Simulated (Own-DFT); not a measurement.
# Misfit strain and the stress it brings: diamond-structure SiGeSn with randomly placed atoms, 64 atoms (Ge48Si8Sn8)

Everything here is calculated. The program is Own-DFT (plane waves, in-house, since retired, never reviewed by a person); positions were held fixed, and spin and spin-orbit coupling were off.

Common settings: PBE; PseudoDojo norm-conserving scalar-relativistic files; cutoff 49 hartree; 3 x 3 x 3 k mesh centred on Gamma; Fermi-Dirac smearing of 0.1 eV.

Caveats: forces on such cells moved up to 12 meV/angstrom on a denser k mesh; stress not checked against mesh or cutoff.

Unstrained cell vectors in Å: (11.467, 0.000, 0.000); (0.000, 11.467, 0.000); (0.000, 0.000, 11.467). The unstrained cell has measured lattice constants (interpolated for alloys), not those of this functional. That, the random moves and any unrelaxed bonds set the pressure at no strain. Each run strains x and y alike by e, as a substrate would, and holds the height along z. All atoms carry random offsets, Gaussian with a width of 0.05 Å per axis. The random placing of the alloy's atoms differs from row to row. Stress is positive in tension.

| e (%) | u (Å) | (s_xx + s_yy)/2 (GPa) | s_zz (GPa) |
|---|---|---|---|
| -3.00 | 0.050 | -11.28 | -9.18 |
| -2.75 | 0.048 | -10.66 | -8.74 |
| -2.00 | 0.053 | -9.03 | -7.79 |
| -1.75 | 0.047 | ? | ? |
| -1.50 | 0.047 | -7.78 | -6.96 |
| -1.25 | 0.050 | -7.37 | -6.55 |
| -0.75 | 0.049 | -6.09 | -5.50 |
| -0.25 | 0.053 | -5.67 | -5.55 |
| 2.00 | 0.049 | -1.83 | -3.05 |
| 3.00 | 0.048 | -0.27 | -1.90 |

## Fit

With e as a fraction, the in-plane stress is -5.0 + 181 e - 922 e² GPa (errors 3 and 177, scatter 0.18), and s_zz is -5.0 + 119 e - 653 e² GPa (slope ± 4, scatter 0.23). At e = 0 the first slope is C11 + C12 and the second 2 C12, both with the ions held to the strained lattice and at the cell's own pressure. The term in e² is negative: the layer stiffens under compression and softens under tension. A free layer would change its height as e changes, and the in-plane slope would drop by 2 C12²/C11 to the biaxial modulus. At fixed height, a misfit of 1 % moves the in-plane stress by about 1.8 GPa and s_zz by 1.2 GPa.

## Prediction

Question: what are the two stresses at e = -1.75 %?

From the fit: -8.4 and -7.3 GPa. The hidden result is -8.27 and -7.34 GPa.
